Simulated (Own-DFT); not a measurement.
# Cleaving wurtzite AlN, m plane (10-10)

The numbers are computed, not measured, by runs of the plane-wave DFT program Own-DFT (in-house, retired, unreviewed) at fixed positions, with no spin and no spin-orbit coupling.

Limits (not all hold for every row): some atoms lie very close together; k mesh not checked against a denser one.

Both sets of runs: PBE; PseudoDojo norm-conserving scalar-relativistic files; cutoff 42 hartree; Gaussian smearing of 0.01 eV. The slab has 128 atoms in 16 layers, two equal faces of 62.02 Å² as cut, 15 Å of vacuum, a dipole correction along the normal and a 6 x 3 x 1 mesh. The bulk cell has 72 atoms, the same measured lattice constants and a 4 x 4 x 3 mesh. In the slab only the 32 atoms nearest the faces were moved at random; u is their rms move along one axis. Energies are counted from -174.06 eV for each atom.

```
slab run   u (Å)  E (eV, cell)
       1  0.0449        20.021
       2  0.0501        20.834
       3  0.0508        20.576
       4  0.0513        21.130
       5  0.0524        20.117
       6  0.0536        21.549
       7  0.0537        22.082
       8  0.0864        26.249
       9  0.0883        26.157
      10  0.0944        27.388
      11  0.0970        26.746
      12  0.1004        28.304
```

```
bulk run   u (Å)  E (meV/atom)
       1  0.0192         -3.59
       2  0.0195         -2.54
       3  0.0204         -0.79
       4  0.0206         -0.34
       5  0.0217          0.15
       6  0.0224          1.64
       7  0.0976        319.83
       8  0.1014        298.22
       9  0.1037        331.73
      10  0.1060        340.76
```

Q: what is the energy of the unrelaxed surface?

## Answer

Take each set to u = 0 with E = a + b u². Rows are weighted down as u grows, with residuals divided by u² + 0.0006 Å². Slab: a = 18.20 ± 0.33 eV. Bulk: a = -14.7 ± 0.6 meV/atom. The excess is 18.20 - 128 x (-0.0147) = 20.09 ± 0.34 eV. Over two faces that is 162 meV/Å², or 2.59 ± 0.04 J/m². Relaxing the faces would lower the energy, and the unlike meshes and the reach from the smallest u down to zero add errors that aren't counted here.
